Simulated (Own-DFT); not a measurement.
# A layer strained by its substrate: wurtzite AlGaN with randomly placed atoms, 72 atoms (Al9Ga27N36)

Source: density functional calculations with Own-DFT, an unreviewed in-house program that is no longer used. Nothing was measured or relaxed, and spin and spin-orbit coupling are left out.

Common settings: PBE; PseudoDojo norm-conserving scalar-relativistic files (stringent for Ga); cutoff 96 hartree; 4 x 4 x 3 k mesh centred on Gamma; Gaussian smearing of 0.01 eV.

Caveats: forces on such cells passed a denser k mesh, each cell not checked; stress not checked against mesh or cutoff.

Unstrained cell vectors in Å: (9.509, 0.000, 0.000); (-4.755, 8.235, 0.000); (0.000, 0.000, 10.268). The unstrained cell has measured lattice constants (interpolated for alloys), not those of this functional. That, the random moves and any unrelaxed bonds set the pressure at no strain. Each run strains x and y alike by e, as a substrate would, and holds the height along z. Random moves of width 0.05 Å per axis were added to every atom. The random placing of the alloy's atoms differs from row to row. Stress is positive in tension.

```
e (%)  u (Å)  (s_xx + s_yy)/2 (GPa)  s_zz (GPa)
-3.00  0.051                 -25.59      -14.28
-2.75  0.051                 -25.11      -11.28
-2.50  0.048                 -22.49      -11.57
-1.75  0.045                 -16.97       -9.17
-1.00  0.048                 -13.19       -8.00
-0.50  0.051                 -10.32       -7.71
 0.75  0.051                  -3.24       -5.69
 1.00  0.049                  -0.92       -6.87
 1.25  0.046                      ?           ?
 2.25  0.048                   3.83       -2.83
```

## Fit

With e as a fraction, the in-plane stress is -7.0 + 555 e - 2682 e² GPa (errors 15 and 827, scatter 0.63), and s_zz is -7.1 + 177 e GPa (slope ± 21, scatter 1.09). At e = 0 the first slope is C11 + C12 and the second 2 C13, both with the ions held to the strained lattice and at the cell's own pressure. The term in e² is negative: the layer stiffens under compression and softens under tension. A free layer would change its height as e changes, and the in-plane slope would drop by 2 C13²/C33 to the biaxial modulus. At fixed height, a misfit of 1 % moves the in-plane stress by about 5.5 GPa and s_zz by 1.8 GPa.

## Withheld run

Asked: what are the two stresses at e = 1.25 %?

The fit gives -0.5 and -4.9 GPa. DFT gave 0.28 and -5.65 GPa.
